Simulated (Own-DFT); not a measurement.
# Which defects push the lattice out? zincblende GaAs

Source: density functional calculations with Own-DFT, an unreviewed in-house program that is no longer used. Nothing was measured or relaxed, and spin and spin-orbit coupling are left out.

Settings: PBE; PseudoDojo norm-conserving scalar-relativistic files; cutoff 42 hartree; 3 x 3 x 3 k mesh centred on Gamma; Fermi-Dirac smearing of 0.1 eV.

Caveats (not all hold for every row): not probed for a lower state with spin; forces not confirmed at this smearing and k mesh; stress not checked against mesh or cutoff.

All runs share one cell, with vectors in Å (11.737, 0.000, 0.000); (0.000, 11.737, 0.000); (0.000, 0.000, 10.919) and a volume of 1504.3 Å³, strained against the parent crystal. The atoms are randomly displaced, by u rms on each axis. The defect's site can differ from row to row.

| cell | formula | u (Å) | P (GPa) |
|---|---|---|---|
| no defect | As32Ga32 | 0.0282 | 0.73 |
| no defect | As32Ga32 | 0.0304 | 0.78 |
| no defect | As32Ga32 | 0.0512 | 1.08 |
| one P on an As site | As31Ga32P | 0.0282 | 0.53 |
| one P on an As site | As31Ga32P | 0.0487 | 0.81 |
| one P on an As site | As31Ga32P | 0.0502 | 0.78 |
| one As vacancy and one Ga vacancy | As31Ga31 | 0.0287 | 0.45 |
| one As vacancy and one Ga vacancy | As31Ga31 | 0.0313 | 0.51 |
| one As vacancy and one Ga vacancy | As31Ga31 | 0.0518 | 0.79 |
| one As vacancy and one Ga vacancy | As31Ga31 | 0.0526 | ? |
| one In on a Ga site | As32Ga31In | 0.0289 | 1.31 |
| one In on a Ga site | As32Ga31In | 0.0503 | 1.63 |
| one In on a Ga site | As32Ga31In | 0.0510 | 1.65 |
| one Al on a Ga site | AlAs32Ga31 | 0.0315 | 0.72 |
| one Al on a Ga site | AlAs32Ga31 | 0.0500 | 1.05 |
| one Al on a Ga site | AlAs32Ga31 | 0.0504 | 1.04 |

## Fit

P = P0 + c u² + a shift for each defect gives P0 = 0.60 GPa, c = 182 ± 8 GPa/Å² and a scatter of 0.02 GPa. The shifts, and each times the cell's volume:

- one In on a Ga site: 0.57 ± 0.02 GPa, 5.3 eV
- one Al on a Ga site: -0.03 ± 0.02 GPa, -0.3 eV (not resolved)
- one P on an As site: -0.24 ± 0.02 GPa, -2.2 eV
- one As vacancy and one Ga vacancy: -0.29 ± 0.02 GPa, -2.7 eV

A positive shift means that the defect pushes the cell outwards. Shift times volume (160.2 GPa Å³ is 1 eV) depends little on the cell's size, so, taken for each site, it can be compared between cells at like pressure. The atoms around the defects weren't relaxed, which would change these numbers.

## Test on the hidden row

Q: what pressure belongs in the blank (one As vacancy and one Ga vacancy, u = 0.0526 Å)?

Estimate: 0.81 ± 0.03 GPa. The calculation gave 0.74 GPa.
